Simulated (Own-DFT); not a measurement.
# Biaxial strain at fixed height in wurtzite AlGaN with randomly placed atoms, 72 atoms (Al9Ga27N36)

Calculated, not measured: single-point runs of Own-DFT, a retired in-house plane-wave DFT program that no person has reviewed, on unrelaxed cells, without spin or spin-orbit coupling.

Common settings: PBE; PseudoDojo norm-conserving scalar-relativistic files; cutoff 42 hartree; 4 x 4 x 3 k mesh centred on Gamma; Fermi-Dirac smearing of 0.1 eV.

Keep in mind: forces on such cells passed a denser k mesh, each cell not checked; stress not checked against mesh or cutoff.

Unstrained cell vectors in Å: (9.509, 0.000, 0.000); (-4.755, 8.235, 0.000); (0.000, 0.000, 10.268). The unstrained cell has measured lattice constants (interpolated for alloys), not those of this functional. That, the random moves and any unrelaxed bonds set the pressure at no strain. Each run strains x and y alike by e, as a substrate would, and holds the height along z. Random moves of width 0.05 Å per axis were added to every atom. The random placing of the alloy's atoms differs from row to row. Stress is positive in tension.

```
e (%)  u (Å)  (s_xx + s_yy)/2 (GPa)  s_zz (GPa)
-3.00  0.055                 -26.29      -13.82
-1.50  0.047                 -15.62      -10.81
-1.25  0.055                 -16.48       -9.02
-0.75  0.049                 -12.64       -7.44
-0.50  0.049                  -9.34       -9.87
 0.50  0.052                  -6.13       -6.81
 0.75  0.050                  -4.19       -4.17
 1.00  0.049                      ?           ?
 1.75  0.048                   2.19       -5.40
 2.50  0.052                   5.19       -5.31
```

## Working it out

With e as a fraction, the in-plane stress is -8.0 + 565 e - 1349 e² GPa (errors 22 and 1239, scatter 1.06), and s_zz is -7.8 + 162 e GPa (slope ± 30, scatter 1.46). At e = 0 the first slope is C11 + C12 and the second 2 C13, both with the ions held to the strained lattice and at the cell's own pressure. A free layer would change its height as e changes, and the in-plane slope would drop by 2 C13²/C33 to the biaxial modulus. At fixed height, a misfit of 1 % moves the in-plane stress by about 5.7 GPa and s_zz by 1.6 GPa.

## Withheld run

The question: what are the two stresses at e = 1.00 %?

The fitted form gives -2.4 and -6.2 GPa. The run itself gave -1.32 and -7.27 GPa.
